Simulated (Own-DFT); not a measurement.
# Point defects and the pressure they add: 2H SiC

Everything here is calculated. The program is Own-DFT (plane waves, in-house, since retired, never reviewed by a person); positions were held fixed, and spin and spin-orbit coupling were off.

All runs used: PBE; PseudoDojo norm-conserving scalar-relativistic files; cutoff 42 hartree; 4 x 4 x 3 k mesh centred on Gamma; Fermi-Dirac smearing of 0.1 eV.

Caveats (not all hold for every row): some atoms lie very close together; not probed for a lower state with spin; forces on such cells passed a denser k mesh, each cell not checked; stress not checked against mesh or cutoff.

All runs share one cell, with vectors in Å (9.248, 0.000, 0.000); (-4.624, 8.009, 0.000); (0.000, 0.000, 10.068) and a volume of 745.7 Å³. u is the rms random offset of the atoms per axis. The defect's site can differ from row to row.

| cell | formula | u (Å) | P (GPa) |
|---|---|---|---|
| no defect | C36Si36 | 0.0291 | 3.81 |
| no defect | C36Si36 | 0.0557 | 6.18 |
| no defect | C36Si36 | 0.0591 | 5.99 |
| one Si on a C site | C35Si37 | 0.0297 | 10.33 |
| one Si on a C site | C35Si37 | 0.0306 | 10.47 |
| one Si on a C site | C35Si37 | 0.0501 | ? |
| one Si on a C site | C35Si37 | 0.0512 | 12.03 |
| one C on a Si site and one Si on a C site | C36Si36 | 0.0298 | 7.33 |
| one C on a Si site and one Si on a C site | C36Si36 | 0.0482 | 9.54 |
| one C on a Si site and one Si on a C site | C36Si36 | 0.0501 | 9.09 |
| two Al on a Si site each | Al2C36Si34 | 0.0303 | 5.90 |
| two Al on a Si site each | Al2C36Si34 | 0.0505 | 7.35 |
| two Al on a Si site each | Al2C36Si34 | 0.0511 | 7.43 |
| one Al on a Si site and one N on a C site | AlC35NSi35 | 0.0288 | 3.95 |
| one Al on a Si site and one N on a C site | AlC35NSi35 | 0.0315 | 4.15 |
| one Al on a Si site and one N on a C site | AlC35NSi35 | 0.0488 | 5.21 |

## Working it out

P = P0 + c u² + a shift for each defect gives P0 = 2.97 GPa, c = 948 ± 78 GPa/Å² and a scatter of 0.26 GPa. The shifts, and each times the cell's volume:

- one Si on a C site: 6.56 ± 0.23 GPa, 30.6 eV
- one C on a Si site and one Si on a C site: 3.88 ± 0.22 GPa, 18.0 eV
- two Al on a Si site each: 2.00 ± 0.21 GPa, 9.3 eV (4.7 eV for each of its 2 sites)
- one Al on a Si site and one N on a C site: 0.14 ± 0.23 GPa, 0.6 eV (not resolved)

Against the defect-free cell, a freed cell would be larger where the shift is positive and smaller where it is negative (160.2 GPa Å³ is 1 eV). The atoms around the defects weren't relaxed, which would change these numbers.

## Withheld run

The question: what pressure belongs in the blank (one Si on a C site, u = 0.0501 Å)?

From the fit: 11.91 ± 0.31 GPa. The hidden result is 11.35 GPa.
